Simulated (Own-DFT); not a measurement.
# Which defects push the lattice out? hexagonal WC

Everything here is calculated. The program is Own-DFT (plane waves, in-house, since retired, never reviewed by a person); positions were held fixed, and spin and spin-orbit coupling were off.

Settings: PBE; PseudoDojo norm-conserving scalar-relativistic files; cutoff 50 hartree; 4 x 4 x 4 k mesh centred on Gamma; cold (Marzari-Vanderbilt) smearing of 0.2 eV.

Caveats: forces on such cells moved up to 12 meV/angstrom on a denser k mesh; stress not checked against mesh or cutoff.

All runs share one cell, with vectors in Å (5.833, -5.052, -2.839); (0.000, -5.052, 8.518); (-5.833, -5.052, -2.839) and a volume of 669.4 Å³. The atoms are randomly displaced, by u rms on each axis. The defect's site can differ from row to row.

| cell | formula | u (Å) | P (GPa) |
|---|---|---|---|
| no defect | C32W32 | 0.0200 | 3.31 |
| no defect | C32W32 | 0.0201 | 3.35 |
| no defect | C32W32 | 0.0512 | 6.90 |
| one C vacancy | C31W32 | 0.0312 | 3.45 |
| one C vacancy | C31W32 | 0.0332 | 3.58 |
| one C vacancy | C31W32 | 0.0455 | 4.91 |
| one C on a W site | C33W31 | 0.0297 | 2.77 |
| one C on a W site | C33W31 | 0.0308 | 2.79 |
| one C on a W site | C33W31 | 0.0502 | 4.79 |
| one C on a W site | C33W31 | 0.0506 | ? |
| one W vacancy | C32W31 | 0.0270 | 1.72 |
| one W vacancy | C32W31 | 0.0309 | 1.94 |
| one W vacancy | C32W31 | 0.0458 | 3.95 |

## Working it out

P = P0 + c u² + a shift for each defect gives P0 = 2.81 GPa, c = 1499 ± 66 GPa/Å² and a scatter of 0.17 GPa. The shifts, and each times the cell's volume:

- one C vacancy: -0.90 ± 0.14 GPa, -3.8 eV
- one C on a W site: -1.53 ± 0.14 GPa, -6.4 eV
- one W vacancy: -2.16 ± 0.14 GPa, -9.0 eV

A positive shift means that the defect pushes the cell outwards. Shift times volume (160.2 GPa Å³ is 1 eV) depends little on the cell's size, so, taken for each site, it can be compared between cells at like pressure. The atoms around the defects weren't relaxed, which would change these numbers.

## Check

The question: what pressure belongs in the blank (one C on a W site, u = 0.0506 Å)?

The fit gives 5.12 ± 0.21 GPa. The hidden result is 5.25 GPa.
